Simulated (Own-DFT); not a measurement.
Ti12O23 (rutile with two vacancies, strained, atoms displaced), Si24O47 (quartz with one vacancy, atoms displaced) (calculated)

All values are calculated (Own-DFT development build). A calculation, not a measurement: plane-wave PBE density functional theory by an unreviewed code, no spin, of a simulated periodic cell, stress positive in tension, free energy of the whole cell less one offset for each atom, defect cell not probed for a lower state with spin; oxygen file: force components 24 meV/angstrom off all-electron in one glass; forces on such cells passed a denser k mesh, this cell's mesh not checked; offsets are fitted by least squares, one for each functional and potential file, so energies compare only between cells with the same atoms and settings and are not formation energies; the far tail of each file's local potential was reset to the Coulomb form; each entry is a single point on an unrelaxed cell, so the pressure reflects the starting lattice, mostly measured values (interpolated for alloys), from which strain is counted, and rises with the displacements; printed positions are rounded, which can move forces by about a meV/angstrom; the program, named Own-DFT, is a retired in-house code; no spin-orbit coupling; before rounding, a Quantum ESPRESSO 7.3.1 run of the same cell and cutoff gave forces within 1 meV/angstrom rms on each cell, which checks the program and not the settings.

Common to all runs: functional PBE; potential files PseudoDojo norm-conserving, scalar-relativistic, standard set; wave cutoff 72 hartree; occupations Fermi-Dirac; smearing width 0.1 eV.

(1) Ti12O23 (rutile with two vacancies, strained, atoms displaced)

```cif
# cell vector a (Å): 9.3339 -0.1187 -0.1684
# cell vector b (Å): -0.1187 9.2655 -0.0061
# cell vector c (Å): -0.1627 -0.0059 8.7645
data_Ti12O23
_symmetry_space_group_name_H-M 'P 1'
_symmetry_Int_Tables_number 1
_cell_length_a 9.3362
_cell_length_b 9.2663
_cell_length_c 8.7660
_cell_angle_alpha 90.063
_cell_angle_beta 92.096
_cell_angle_gamma 91.462
_cell_volume 757.60
loop_
_atom_site_label
_atom_site_type_symbol
_atom_site_fract_x
_atom_site_fract_y
_atom_site_fract_z
_atom_site_occupancy
Ti1 Ti 0.00247 0.99422 0.00231 1
Ti2 Ti 0.25218 0.24508 0.16824 1
O1 O 0.15510 0.16575 0.01343 1
O2 O 0.34053 0.34159 0.99473 1
O3 O 0.39914 0.09973 0.16365 1
O4 O 0.10689 0.40374 0.15778 1
Ti3 Ti 0.99095 0.99536 0.33440 1
Ti4 Ti 0.25202 0.24931 0.50053 1
O5 O 0.14830 0.15258 0.34092 1
O6 O 0.34651 0.34312 0.32833 1
O7 O 0.40266 0.09208 0.50455 1
Ti5 Ti 0.00819 0.99778 0.66143 1
Ti6 Ti 0.25040 0.25403 0.83291 1
O8 O 0.15670 0.14023 0.67255 1
O9 O 0.33596 0.34577 0.65913 1
O10 O 0.40612 0.10215 0.82914 1
O11 O 0.09464 0.40839 0.84327 1
Ti7 Ti 0.99859 0.50240 0.99698 1
Ti8 Ti 0.24915 0.75043 0.16554 1
O12 O 0.14524 0.65549 0.98815 1
O13 O 0.34023 0.85002 0.99325 1
O14 O 0.40554 0.59573 0.17078 1
O15 O 0.09653 0.89966 0.17296 1
Ti9 Ti 0.99872 0.49816 0.35341 1
Ti10 Ti 0.26227 0.74606 0.49082 1
O16 O 0.14866 0.65754 0.32516 1
O17 O 0.34896 0.84352 0.33499 1
O18 O 0.40290 0.60468 0.50020 1
O19 O 0.09821 0.90631 0.49913 1
Ti11 Ti 0.00143 0.50622 0.67387 1
Ti12 Ti 0.25570 0.75053 0.84035 1
O20 O 0.14571 0.64724 0.65486 1
O21 O 0.33218 0.83906 0.67093 1
O22 O 0.40521 0.60388 0.83346 1
O23 O 0.09283 0.90720 0.84036 1
Ti13 Ti 0.49182 0.99467 0.00703 1
Ti14 Ti 0.75500 0.24369 0.16924 1
O24 O 0.64776 0.13903 0.99932 1
O25 O 0.84625 0.35937 0.98941 1
O26 O 0.89697 0.10529 0.16635 1
O27 O 0.59122 0.39018 0.16343 1
Ti15 Ti 0.49135 0.99443 0.32390 1
Ti16 Ti 0.75122 0.25202 0.49288 1
O28 O 0.65864 0.15244 0.33356 1
O29 O 0.85270 0.35242 0.33158 1
O30 O 0.90205 0.10227 0.49832 1
O31 O 0.59978 0.39498 0.49824 1
Ti17 Ti 0.50694 0.00092 0.67530 1
Ti18 Ti 0.75077 0.25962 0.83093 1
O32 O 0.64267 0.14665 0.66190 1
O33 O 0.85050 0.35202 0.66043 1
O34 O 0.89914 0.10020 0.83888 1
O35 O 0.60141 0.41082 0.83919 1
Ti19 Ti 0.50150 0.49905 0.99971 1
Ti20 Ti 0.75067 0.75398 0.17813 1
O36 O 0.65496 0.65163 0.99519 1
O37 O 0.84302 0.84419 0.00243 1
O38 O 0.90306 0.58754 0.15789 1
O39 O 0.59123 0.90433 0.15722 1
Ti21 Ti 0.50029 0.50054 0.33346 1
Ti22 Ti 0.74812 0.75395 0.50153 1
O40 O 0.65023 0.65091 0.34334 1
O41 O 0.84228 0.84238 0.33473 1
O42 O 0.59992 0.91142 0.48914 1
Ti23 Ti 0.49794 0.48954 0.65526 1
Ti24 Ti 0.74963 0.74556 0.84277 1
O43 O 0.64265 0.65486 0.65963 1
O44 O 0.83662 0.84225 0.65693 1
O45 O 0.90245 0.59815 0.82628 1
O46 O 0.59990 0.90485 0.83851 1
```

It was run with k mesh 3 x 3 x 3 centred on Gamma.

It finds free energy of cell above offsets -11.039 eV; pressure 5.89 GPa; stress xx -3.35 GPa; stress yy -3.87 GPa; stress zz -10.45 GPa; stress yz -1.73 GPa; stress xz -4.95 GPa; stress xy -5.71 GPa.

Force:
| element | x (eV/Å) | y (eV/Å) | z (eV/Å) |
| --- | --- | --- | --- |
| Ti | -0.563 | 1.278 | -1.511 |
| Ti | -1.087 | 1.296 | 0.342 |
| O | -2.126 | -2.734 | -2.601 |
| O | 1.745 | 1.512 | 0.422 |
| O | 0.35 | -0.649 | 0.236 |
| O | -0.468 | 0.301 | 1.076 |
| Ti | 1.224 | 1.39 | 0.364 |
| Ti | 0.911 | -3.002 | -1.899 |
| O | -0.535 | 0.001 | -0.269 |
| O | 0.573 | 1.205 | 2.383 |
| O | -0.838 | 0.582 | -1.155 |
| Ti | -0.649 | 0.372 | 0.839 |
| Ti | -0.41 | -0.665 | 1.018 |
| O | -0.395 | 0.838 | -0.863 |
| O | 0.898 | 1.783 | 1.151 |
| O | -0.572 | -0.158 | 0.083 |
| O | 0.942 | -1.197 | -2.155 |
| Ti | 0.516 | -0.49 | 2.58 |
| Ti | -1.178 | -1.144 | -0.557 |
| O | 0.773 | 0.648 | 1.128 |
| O | 0.408 | 0.435 | 1.732 |
| O | -0.51 | 0.646 | -0.452 |
| O | -0.103 | 0.309 | -0.049 |
| Ti | 0.391 | 0.123 | -4.73 |
| Ti | -1.306 | -0.192 | 2.512 |
| O | -0.453 | -0.801 | 0.374 |
| O | 0.342 | 0.591 | -0.983 |
| O | 0.288 | -1.168 | -0.318 |
| O | -0.574 | -0.232 | -0.225 |
| Ti | 0.443 | 0.11 | 1.962 |
| Ti | -0.542 | -1.617 | -2.369 |
| O | -0.37 | -0.391 | -0.448 |
| O | 1.165 | 1.14 | -0.763 |
| O | -0.314 | -0.669 | -0.087 |
| O | -0.032 | -0.327 | -0.114 |
| Ti | 1.049 | 2.131 | -2.771 |
| Ti | -1.178 | -0.202 | -1.914 |
| O | 1.09 | 1.812 | 0.179 |
| O | -1.063 | -1.516 | 0.572 |
| O | 0.879 | -1.062 | 0.21 |
| O | -0.048 | 0.981 | 0.501 |
| Ti | 0.873 | 1.029 | 2.829 |
| Ti | 0.172 | -0.595 | 1.19 |
| O | -0.605 | -0.333 | -0.752 |
| O | 0.279 | 0.434 | 0.662 |
| O | 0.211 | -0.596 | 0.027 |
| O | -0.728 | 0.633 | 0.412 |
| Ti | -0.399 | 0.132 | -0.518 |
| Ti | 0.198 | -1.352 | 0.426 |
| O | 1.588 | 1.495 | 0.011 |
| O | -0.296 | -0.253 | 0.451 |
| O | 0.335 | -0.235 | -0.172 |
| O | -0.507 | -0.597 | -1.034 |
| Ti | -0.134 | -0.187 | -0.207 |
| Ti | -0.458 | -2.097 | -2.506 |
| O | -0.49 | -0.326 | 0.776 |
| O | 0.756 | 0.629 | 0.85 |
| O | -0.917 | 1.53 | 2.014 |
| O | 0.886 | -1.412 | 1.71 |
| Ti | 0.115 | -0.739 | -1.494 |
| Ti | -2.793 | 0.66 | 1.774 |
| O | 0.072 | -0.763 | -1.543 |
| O | 1.393 | 0.906 | 0.411 |
| O | 0.155 | -0.954 | 0.112 |
| Ti | 0.979 | 1.309 | 1.836 |
| Ti | -0.76 | 0.072 | -1.333 |
| O | 0.4 | -0.63 | -0.068 |
| O | 2 | 0.986 | 1.511 |
| O | -0.759 | 0.815 | -0.715 |
| O | -0.235 | -0.825 | -0.096 |

(2) Si24O47 (quartz with one vacancy, atoms displaced)

```cif
# cell vector a (Å): 9.8268 0.0000 0.0000
# cell vector b (Å): -4.9134 8.5103 0.0000
# cell vector c (Å): 0.0000 0.0000 10.8104
data_Si24O47
_symmetry_space_group_name_H-M 'P 1'
_symmetry_Int_Tables_number 1
_cell_length_a 9.8268
_cell_length_b 9.8268
_cell_length_c 10.8104
_cell_angle_alpha 90.000
_cell_angle_beta 90.000
_cell_angle_gamma 120.000
_cell_volume 904.06
loop_
_atom_site_label
_atom_site_type_symbol
_atom_site_fract_x
_atom_site_fract_y
_atom_site_fract_z
_atom_site_occupancy
Si1 Si 0.24704 0.01194 0.00108 1
Si2 Si 0.00405 0.24601 0.33422 1
Si3 Si 0.26623 0.25696 0.16085 1
O1 O 0.20803 0.13028 0.05419 1
O2 O 0.43438 0.29975 0.22543 1
O3 O 0.36721 0.07298 0.39016 1
O4 O 0.06305 0.35914 0.43755 1
O5 O 0.13421 0.20243 0.26448 1
O6 O 0.29653 0.42192 0.10673 1
Si4 Si 0.23499 0.00424 0.50369 1
Si5 Si 0.00708 0.24024 0.83034 1
Si6 Si 0.27035 0.26784 0.67305 1
O7 O 0.20686 0.13010 0.55878 1
O8 O 0.41991 0.27832 0.72623 1
O9 O 0.36562 0.07735 0.88967 1
O10 O 0.07844 0.36571 0.95271 1
O11 O 0.13647 0.20448 0.77097 1
O12 O 0.28826 0.42716 0.59976 1
Si7 Si 0.23403 0.50711 0.99955 1
Si8 Si 0.99806 0.73616 0.33113 1
Si9 Si 0.26625 0.76558 0.16519 1
O13 O 0.20908 0.63604 0.06008 1
O14 O 0.43259 0.79043 0.22888 1
O15 O 0.36502 0.56534 0.39537 1
O16 O 0.07177 0.86419 0.43483 1
O17 O 0.13378 0.71431 0.27774 1
O18 O 0.29080 0.93025 0.11242 1
Si10 Si 0.23634 0.50178 0.49476 1
Si11 Si 0.99357 0.73130 0.83519 1
Si12 Si 0.26094 0.76618 0.67170 1
O19 O 0.20545 0.63644 0.56225 1
O20 O 0.41713 0.79688 0.71817 1
O21 O 0.36860 0.56308 0.89169 1
O22 O 0.07681 0.86507 0.94454 1
O23 O 0.12903 0.70955 0.77427 1
O24 O 0.28592 0.93046 0.60217 1
Si13 Si 0.73645 0.00141 0.98961 1
Si14 Si 0.48953 0.23274 0.32412 1
Si15 Si 0.77234 0.26376 0.16020 1
O25 O 0.69554 0.12126 0.06232 1
O26 O 0.93373 0.29849 0.22496 1
O27 O 0.86484 0.07335 0.39604 1
O28 O 0.58244 0.36798 0.43911 1
O29 O 0.62401 0.20848 0.26627 1
O30 O 0.78690 0.42799 0.10434 1
Si16 Si 0.73251 0.99314 0.50827 1
Si17 Si 0.50291 0.24453 0.82715 1
Si18 Si 0.76085 0.25929 0.66589 1
O31 O 0.69342 0.11875 0.56459 1
O32 O 0.92183 0.29145 0.72328 1
O33 O 0.85962 0.07407 0.89304 1
O34 O 0.58159 0.36872 0.93620 1
O35 O 0.63501 0.21242 0.77956 1
O36 O 0.79267 0.42633 0.60843 1
Si19 Si 0.73791 0.50486 0.99808 1
Si20 Si 0.50050 0.73892 0.33213 1
Si21 Si 0.76803 0.76316 0.16420 1
O37 O 0.70338 0.62619 0.05666 1
O38 O 0.92917 0.79403 0.22361 1
O39 O 0.87043 0.56674 0.39431 1
O40 O 0.57591 0.87045 0.44194 1
O41 O 0.62685 0.69842 0.26820 1
O42 O 0.79982 0.92743 0.10696 1
Si22 Si 0.73136 0.49890 0.50551 1
Si23 Si 0.49444 0.73274 0.84578 1
Si24 Si 0.77316 0.76910 0.66821 1
O43 O 0.70819 0.64035 0.56157 1
O44 O 0.92546 0.80065 0.72656 1
O45 O 0.86634 0.57108 0.88896 1
O46 O 0.56953 0.86778 0.94515 1
O47 O 0.78967 0.92104 0.60445 1
```

Settings of this run: k mesh 3 x 3 x 2 centred on Gamma.

The calculation gives: free energy of cell above offsets -17.954 eV; pressure 9.63 GPa; stress xx -11.62 GPa; stress yy -7.53 GPa; stress zz -9.73 GPa; stress yz -1 GPa; stress xz -2.8 GPa; stress xy 1.48 GPa.

Force:
| element | x (eV/Å) | y (eV/Å) | z (eV/Å) |
| --- | --- | --- | --- |
| Si | 0.826 | -5.555 | -1.868 |
| Si | 1.691 | -7.646 | -3.539 |
| Si | -0.57 | 2.408 | 1.455 |
| O | -2.413 | 2.404 | 0.9 |
| O | -4.35 | 1.467 | -4.383 |
| O | -1.008 | -0.685 | 0.75 |
| O | 1.336 | 5.823 | 5.173 |
| O | -1.94 | -0.035 | 1.827 |
| O | -1.262 | 1.915 | -1.606 |
| Si | -0.299 | -2.072 | -6.092 |
| Si | -1.853 | -0.305 | 1.395 |
| Si | -2.263 | 0.208 | -6.438 |
| O | -2.734 | 4.358 | 2.779 |
| O | -0.914 | 2.444 | -2.84 |
| O | 1.152 | 0.955 | -0.927 |
| O | -2.175 | -3.215 | -3.39 |
| O | -1.949 | -0.429 | 2.198 |
| O | 2.16 | -2.516 | 3.195 |
| Si | 4.596 | -2.188 | 2.14 |
| Si | -0.814 | -1.799 | 1.683 |
| Si | -0.489 | 1.593 | 3.271 |
| O | -0.992 | 0.817 | -0.267 |
| O | -4.578 | 1.071 | -3.987 |
| O | 1.781 | 2.565 | -2.94 |
| O | 0.112 | 2.359 | 2.141 |
| O | 3.669 | -0.576 | -2.491 |
| O | 0.914 | 0.046 | -0.084 |
| Si | -4.088 | 0.047 | 1.698 |
| Si | 0.705 | 3.571 | 0.158 |
| Si | -3.627 | 0.565 | -4.179 |
| O | 0.287 | -1.426 | -1.204 |
| O | 6.301 | 0.275 | 4.837 |
| O | -1.206 | -0.73 | 0.62 |
| O | 0.022 | -0.038 | -0.379 |
| O | -0.088 | -0.759 | 0.511 |
| O | 3.054 | -2.957 | 4.154 |
| Si | -1.224 | -1.997 | 7.272 |
| Si | 4.604 | -0.137 | 5.444 |
| Si | -3.6 | 0.344 | 1.895 |
| O | 0.479 | 0.561 | -0.493 |
| O | -1.166 | 0.531 | -1.625 |
| O | 0.204 | 1.053 | -0.235 |
| O | -2.083 | -2.046 | -1.147 |
| O | 3.263 | 0.023 | -1.667 |
| O | 2.244 | -1.312 | 1.144 |
| Si | -0.494 | 2.557 | -4.511 |
| Si | 2.654 | -2.629 | 5.077 |
| Si | -1.927 | 0.045 | -0.671 |
| O | -0.786 | 1.654 | 1.225 |
| O | 2.92 | 0.192 | 1.66 |
| O | 4.148 | 3.702 | -4.951 |
| O | -1.465 | -0.058 | -0.185 |
| O | 1.946 | -0.447 | -1.374 |
| O | 0.588 | -0.731 | 1.242 |
| Si | 0.947 | -2.105 | -0.893 |
| Si | 3.287 | -2.186 | 3.582 |
| Si | -1.557 | -0.228 | 0.231 |
| O | -1.901 | 2.948 | 1.283 |
| O | -0.347 | 0.08 | -0.773 |
| O | -0.818 | 0.656 | 0.465 |
| O | -1.138 | -2.216 | -1.225 |
| O | 0.438 | 0.315 | 0.091 |
| O | -1.146 | 0.832 | -1.986 |
| Si | 1.491 | 1.492 | -2.4 |
| Si | 2.209 | 1.362 | -6.444 |
| Si | -5.803 | -1.576 | 0.63 |
| O | 0.224 | -1.464 | -0.71 |
| O | 4.48 | 0.464 | 2.612 |
| O | -0.318 | -1.283 | 0.203 |
| O | -1.442 | -0.471 | 0.473 |
| O | 2.098 | 0.117 | 2.487 |

(3) Ti12O23 (rutile with two vacancies, strained, atoms displaced)

```cif
# cell vector a (Å): 9.2480 -0.0406 0.0709
# cell vector b (Å): -0.0406 9.2248 -0.0567
# cell vector c (Å): 0.0685 -0.0548 8.9099
data_Ti12O23
_symmetry_space_group_name_H-M 'P 1'
_symmetry_Int_Tables_number 1
_cell_length_a 9.2484
_cell_length_b 9.2251
_cell_length_c 8.9103
_cell_angle_alpha 90.706
_cell_angle_beta 89.119
_cell_angle_gamma 90.506
_cell_volume 760.02
loop_
_atom_site_label
_atom_site_type_symbol
_atom_site_fract_x
_atom_site_fract_y
_atom_site_fract_z
_atom_site_occupancy
Ti1 Ti 0.99496 0.00257 0.01335 1
Ti2 Ti 0.25215 0.24503 0.17742 1
O1 O 0.14132 0.13826 0.00530 1
O2 O 0.35541 0.33852 0.01047 1
O3 O 0.40139 0.09613 0.16078 1
O4 O 0.09282 0.41346 0.16563 1
Ti3 Ti 0.00579 0.98575 0.33925 1
Ti4 Ti 0.25353 0.25767 0.49797 1
O5 O 0.17502 0.13950 0.31670 1
O6 O 0.36468 0.34435 0.33079 1
O7 O 0.39120 0.09491 0.50615 1
O8 O 0.10396 0.38206 0.49730 1
Ti5 Ti 0.00270 0.99603 0.67690 1
Ti6 Ti 0.24580 0.24534 0.82569 1
O9 O 0.17040 0.13907 0.66903 1
O10 O 0.40198 0.10432 0.83401 1
O11 O 0.11353 0.39711 0.82975 1
Ti7 Ti 0.01179 0.50283 0.98720 1
Ti8 Ti 0.26256 0.73835 0.15676 1
O12 O 0.14551 0.64959 0.00703 1
O13 O 0.36145 0.83880 0.00325 1
O14 O 0.41324 0.60046 0.16709 1
O15 O 0.10418 0.89734 0.16002 1
Ti9 Ti 0.01205 0.50009 0.33688 1
Ti10 Ti 0.24697 0.74540 0.50951 1
O16 O 0.15543 0.66073 0.34631 1
O17 O 0.36556 0.84795 0.31099 1
O18 O 0.39994 0.59362 0.48457 1
O19 O 0.07408 0.90087 0.49197 1
Ti11 Ti 0.01461 0.50578 0.66584 1
Ti12 Ti 0.24164 0.75700 0.83313 1
O20 O 0.14826 0.64685 0.63918 1
O21 O 0.35721 0.84565 0.67318 1
O22 O 0.41056 0.58818 0.84620 1
O23 O 0.09289 0.91800 0.83744 1
Ti13 Ti 0.51138 0.01071 0.00439 1
Ti14 Ti 0.74607 0.25598 0.15642 1
O24 O 0.65110 0.17227 0.00174 1
O25 O 0.85176 0.34114 0.99781 1
O26 O 0.90160 0.09106 0.16191 1
O27 O 0.59431 0.39992 0.15852 1
Ti15 Ti 0.50302 0.98498 0.33085 1
Ti16 Ti 0.75168 0.26382 0.47970 1
O28 O 0.65092 0.15249 0.35904 1
O29 O 0.84240 0.34376 0.32496 1
O30 O 0.91745 0.08366 0.50860 1
Ti17 Ti 0.50075 0.99820 0.65768 1
Ti18 Ti 0.74818 0.23318 0.83459 1
O31 O 0.65562 0.15390 0.66195 1
O32 O 0.85971 0.35160 0.65915 1
O33 O 0.89803 0.09852 0.83708 1
O34 O 0.59607 0.40459 0.84002 1
Ti19 Ti 0.50120 0.50661 0.00248 1
Ti20 Ti 0.74931 0.76087 0.16310 1
O35 O 0.64570 0.63573 0.99126 1
O36 O 0.85642 0.85208 0.98713 1
O37 O 0.91424 0.60152 0.18639 1
O38 O 0.61728 0.91022 0.16683 1
Ti21 Ti 0.49797 0.48406 0.35091 1
Ti22 Ti 0.75075 0.73836 0.49861 1
O39 O 0.63674 0.64965 0.32593 1
O40 O 0.83936 0.85050 0.33157 1
O41 O 0.90734 0.60575 0.50678 1
O42 O 0.59933 0.90502 0.49025 1
Ti23 Ti 0.49784 0.50665 0.66041 1
Ti24 Ti 0.73178 0.74971 0.82491 1
O43 O 0.65700 0.65831 0.68175 1
O44 O 0.83602 0.85485 0.67537 1
O45 O 0.88544 0.60781 0.83247 1
O46 O 0.60093 0.90654 0.84259 1
```

It was run with k mesh 3 x 3 x 3 centred on Gamma.

Results for Ti12O23 (rutile with two vacancies, strained, atoms displaced): free energy of cell above offsets -5.781 eV; pressure 5.98 GPa; stress xx -4.94 GPa; stress yy -5.96 GPa; stress zz -7.04 GPa; stress yz -1.55 GPa; stress xz 1.59 GPa; stress xy -2.6 GPa.

Force:
| element | x (eV/Å) | y (eV/Å) | z (eV/Å) |
| --- | --- | --- | --- |
| Ti | 0.066 | -0.86 | 0.11 |
| Ti | 0.774 | 0.946 | -4.627 |
| O | 2.362 | 2.865 | -0.814 |
| O | -1.348 | -0.197 | -0.929 |
| O | 1.263 | -0.515 | 0.175 |
| O | 1.178 | -1.293 | 0.238 |
| Ti | -1.104 | 1.419 | -2.167 |
| Ti | 0.612 | -2.335 | -0.604 |
| O | -1.973 | -0.758 | 2.922 |
| O | -1.753 | -1.171 | 0.548 |
| O | 1.266 | -0.576 | 0.002 |
| O | -0.529 | 1.445 | 0.229 |
| Ti | -2.239 | 0.947 | -1.009 |
| Ti | 1.199 | -1.76 | 4.061 |
| O | -0.197 | 1.189 | -0.578 |
| O | 0.876 | -0.57 | -0.027 |
| O | -1.03 | 1.73 | -0.177 |
| Ti | -2.631 | -0.356 | 1.642 |
| Ti | 0.455 | 0.868 | 1.365 |
| O | 0.919 | 0.696 | -1.589 |
| O | -1.031 | -0.024 | -1.42 |
| O | -1.903 | 0.359 | 1.086 |
| O | -0.242 | -0.273 | 0.905 |
| Ti | -1.112 | 1.292 | -2.685 |
| Ti | 1.47 | 2.115 | -3.675 |
| O | 0.192 | -0.727 | -0.444 |
| O | -1.115 | -0.529 | 1.231 |
| O | -0.55 | 0.697 | 2.605 |
| O | 4 | -3.329 | 2.489 |
| Ti | -4.816 | -2.991 | 0.901 |
| Ti | 0.949 | 1.286 | 1.508 |
| O | 1.041 | 0.765 | 2.954 |
| O | -1.195 | -1.116 | 0.12 |
| O | -3.164 | 1.576 | -4 |
| O | 2.892 | -3.516 | -0.693 |
| Ti | -1.594 | 0.005 | -1.144 |
| Ti | 0.768 | 1.36 | 0.585 |
| O | -1.82 | -2.627 | -0.257 |
| O | 0.447 | 0.733 | 0.414 |
| O | -1.556 | 1.347 | 1.935 |
| O | 1.233 | -0.97 | 1.851 |
| Ti | -0.705 | 1.155 | 0.336 |
| Ti | 1.272 | -1.523 | 4.091 |
| O | -0.786 | 0.058 | -1.934 |
| O | 1.436 | 1.609 | 0.01 |
| O | -1.435 | 2.579 | -1.004 |
| Ti | 0.593 | 1.981 | 0.648 |
| Ti | 0.845 | 1.914 | -2.937 |
| O | -0.581 | -0.151 | 0.231 |
| O | -0.341 | 0.297 | 0.004 |
| O | -0.018 | 0.168 | -0.64 |
| O | -0.019 | -0.776 | -3.006 |
| Ti | -0.148 | -2.802 | 0.83 |
| Ti | 1.561 | -1.728 | -0.654 |
| O | 2.421 | 3.048 | 1.18 |
| O | -1.92 | -1.777 | 1.561 |
| O | -0.726 | 0.085 | -0.518 |
| O | -1.037 | 0.989 | -0.701 |
| Ti | 2.405 | 0.896 | -3.954 |
| Ti | 0.562 | 0.563 | -0.878 |
| O | 1.767 | 0.614 | 0.895 |
| O | -0.072 | -0.717 | 0.384 |
| O | -0.243 | -0.445 | -0.129 |
| O | -0.1 | -0.687 | 1.128 |
| Ti | 1.261 | 0.283 | 4.67 |
| Ti | 3.172 | 2.402 | 4.346 |
| O | -3.544 | -3.456 | -5.199 |
| O | 0.614 | -0.183 | -1.37 |
| O | 3.594 | -2.376 | -0.005 |
| O | -0.892 | 0.834 | -0.425 |
